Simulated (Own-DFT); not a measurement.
Simulation results for Al2GaN3 (wurtzite random alloy, atoms displaced)

A calculation, not a measurement: plane-wave PBE density functional theory by an unreviewed code, no spin, of a simulated periodic cell, stress positive in tension, free energy of the whole cell less one offset for each atom, forces on such cells passed a denser k mesh, this cell's mesh not checked; offsets are fitted by least squares, one for each functional and potential file, so energies compare only between cells with the same atoms and settings and are not formation energies; the far tail of each file's local potential was reset to the Coulomb form; each entry is a single point on an unrelaxed cell, so the pressure reflects the starting lattice, mostly measured values, from which strain is counted, and rises with the displacements; printed positions are rounded, which can move forces by about a meV/angstrom; the program is a retired in-house code; no spin-orbit coupling. Program: Own-DFT development build.

```yaml
- formula: Al2GaN3
  kind: "wurtzite random alloy, atoms displaced"
  structure:
    cell_angstrom: [[9.413, 0.0, 0.0], [-4.7065, 8.1519, 0.0], [0.0, 0.0, 10.0993]]
    atoms_fractional:
      - [Al, 0.12806, 0.23001, 0.01357]
      - [Al, 0.21171, 0.11706, 0.25015]
      - ["N", 0.11197, 0.22549, 0.20211]
      - ["N", 0.22345, 0.09371, 0.43512]
      - [Al, 0.1085, 0.22267, 0.48759]
      - [Al, 0.22366, 0.10481, 0.74715]
      - ["N", 0.10918, 0.22159, 0.69515]
      - ["N", 0.22022, 0.10979, 0.93102]
      - [Al, 0.12349, 0.57859, 0.00356]
      - [Al, 0.21249, 0.44907, 0.25809]
      - ["N", 0.12166, 0.57363, 0.17636]
      - ["N", 0.22296, 0.44341, 0.44196]
      - [Ga, 0.12982, 0.57665, 0.49716]
      - [Al, 0.21352, 0.44061, 0.75165]
      - ["N", 0.10028, 0.52284, 0.69712]
      - ["N", 0.23756, 0.46457, 0.93907]
      - [Ga, 0.09504, 0.88408, 0.01042]
      - [Al, 0.22707, 0.77611, 0.2598]
      - ["N", 0.11342, 0.8947, 0.18379]
      - ["N", 0.23733, 0.79562, 0.45095]
      - [Ga, 0.11323, 0.88772, 0.48673]
      - [Ga, 0.22498, 0.77566, 0.74696]
      - ["N", 0.09346, 0.89302, 0.67562]
      - ["N", 0.22363, 0.79336, 0.94416]
      - [Al, 0.44644, 0.22944, 0.99166]
      - [Al, 0.5517, 0.10918, 0.24563]
      - ["N", 0.45432, 0.21633, 0.19553]
      - ["N", 0.5496, 0.11619, 0.44001]
      - [Ga, 0.44237, 0.21087, 0.49585]
      - [Ga, 0.55122, 0.11974, 0.75448]
      - ["N", 0.44025, 0.21853, 0.69787]
      - ["N", 0.55635, 0.12447, 0.93507]
      - [Ga, 0.44324, 0.54889, 0.01319]
      - [Al, 0.55353, 0.42857, 0.25645]
      - ["N", 0.43076, 0.54959, 0.17991]
      - ["N", 0.54973, 0.44111, 0.45026]
      - [Al, 0.42828, 0.54368, 0.49972]
      - [Al, 0.54487, 0.4438, 0.74602]
      - ["N", 0.44825, 0.57474, 0.69336]
      - ["N", 0.54776, 0.4409, 0.93801]
      - [Al, 0.45032, 0.90007, 0.99984]
      - [Al, 0.55503, 0.76235, 0.24538]
      - ["N", 0.44946, 0.88757, 0.18528]
      - ["N", 0.54155, 0.77052, 0.43298]
      - [Al, 0.44705, 0.8918, 0.4998]
      - [Al, 0.56688, 0.77837, 0.74625]
      - ["N", 0.44369, 0.88189, 0.69386]
      - ["N", 0.56619, 0.77671, 0.93679]
      - [Al, 0.78787, 0.24308, 0.00671]
      - [Al, 0.90379, 0.12158, 0.24138]
      - ["N", 0.78149, 0.2297, 0.1749]
      - ["N", 0.87473, 0.11319, 0.43774]
      - [Al, 0.76428, 0.21937, 0.48687]
      - [Ga, 0.87321, 0.11124, 0.75443]
      - ["N", 0.76213, 0.21464, 0.69135]
      - ["N", 0.89944, 0.11792, 0.93893]
      - [Ga, 0.78008, 0.55749, 0.99993]
      - [Ga, 0.87639, 0.4398, 0.24845]
      - ["N", 0.78416, 0.55805, 0.18988]
      - ["N", 0.889, 0.44921, 0.43944]
      - [Ga, 0.7619, 0.54591, 0.49378]
      - [Al, 0.88377, 0.44921, 0.7599]
      - ["N", 0.77193, 0.54472, 0.67312]
      - ["N", 0.89547, 0.45923, 0.94306]
      - [Al, 0.77764, 0.89199, 0.01937]
      - [Al, 0.8885, 0.77459, 0.25107]
      - ["N", 0.7727, 0.87528, 0.19915]
      - ["N", 0.8718, 0.77787, 0.44254]
      - [Al, 0.77532, 0.88509, 0.49408]
      - [Ga, 0.87105, 0.78035, 0.75282]
      - ["N", 0.78184, 0.89613, 0.69065]
      - ["N", 0.87964, 0.7713, 0.93847]
  settings:
    functional: PBE
    potential_files: "PseudoDojo norm-conserving, scalar-relativistic, standard set"
    "wave_cutoff [hartree]": 42.0
    occupations: Fermi-Dirac
    "smearing_width [eV]": 0.05
    k_mesh: "4 x 4 x 3 centred on Gamma"
  results:
    "free_energy_of_cell_above_offsets [eV]": "-5.901"
    "pressure [GPa]": 8.94
    "stress_xx [GPa]": -9.83
    "stress_yy [GPa]": -6.84
    "stress_zz [GPa]": -10.16
    "stress_yz [GPa]": 0.0
    "stress_xz [GPa]": -0.73
    "stress_xy [GPa]": 1.95
    force_element: [Al, Al, "N", "N", Al, Al, "N", "N", Al, Al, "N", "N", Ga, Al, "N", "N", Ga, Al, "N", "N", Ga, Ga, "N", "N", Al, Al, "N", "N", Ga, Ga, "N", "N", Ga, Al, "N", "N", Al, Al, "N", "N", Al, Al, "N", "N", Al, Al, "N", "N", Al, Al, "N", "N", Al, Ga, "N", "N", Ga, Ga, "N", "N", Ga, Al, "N", "N", Al, Al, "N", "N", Al, Ga, "N", "N"]
    "force_x [eV/angstrom]": [-1.417, 4.097, 0.514, -2.654, -0.453, -2.378, 0.892, 0.042, 0.651, 0.748, 0.077, -0.982, -1.64, 3.722, -3.899, -2.307, 1.016, 0.011, -0.294, 0.432, -3.357, -1.757, 2.054, 1.177, -0.291, 2.164, -3.616, 3.285, -2.71, 1.234, -1.956, 1.435, 0.434, -0.77, 1.023, -2.818, 2.114, 0.527, 0.193, 1.216, 0.455, -1.743, -0.116, 0.796, 1.9, -1.575, 0.743, -0.896, 0.314, -4.144, 0.442, 1.966, 1.342, 1.876, 0.578, -0.477, -1.806, 2.25, -2.727, 0.951, 2.174, 0.37, -0.783, 1.676, -0.255, 0.319, 0.446, 2.868, -2.508, 2.999, -2.243, -0.952]
    "force_y [eV/angstrom]": [0.417, -1.835, 1.818, 4.487, -1.499, 0.071, -0.005, 0.953, -1.116, 1.068, -1.591, -0.677, -3.148, -1.128, 3.887, -2.326, 0.903, 1.687, -0.157, -1.702, -1.957, -0.494, -0.681, -0.445, -1.585, -1.524, 1.189, -2.515, 1.814, -2.128, 1.41, -0.455, 1.842, 1.744, -1.064, -1.218, 2.496, 0.572, -4.06, 0.322, -0.64, 1.032, 0.095, -0.169, 0.727, 1.618, 0.981, 1.493, -1.595, -2.499, -2.089, -0.25, 1.372, 0.856, 2.366, 0.174, -0.457, 0.944, 0.251, -0.697, 2.106, -1.023, 0.279, -0.851, -0.105, 0.116, 2.112, -0.888, 1.36, -1.31, -0.251, 1.573]
    "force_z [eV/angstrom]": [-3.618, 0.336, -1.296, -1.838, 2.976, -0.356, -1.915, 2.471, -3.015, -1.809, 4.492, -1.515, 2.328, 1.453, -1.937, 0.554, -4.104, -1.924, 5.215, -2.962, 2.755, 0.656, 1.577, -0.552, 0.783, 0.305, -1.58, -2.241, 2.494, -0.779, -1.866, 3.267, -6.046, -0.483, 7.637, -2.732, 1.562, -0.029, -1.796, -0.68, -1.184, 0.587, 1.241, 0.46, 1.407, 1.675, -1.436, 1.107, -4.821, 1.503, 4.371, -1.412, 2.754, -0.61, -1.629, 3.837, -0.014, 0.539, 0.727, -0.601, 0.245, -2.239, 4.393, -0.226, -3.595, 0.829, -0.255, -2.401, 1.186, -0.94, -2.515, 1.226]
```
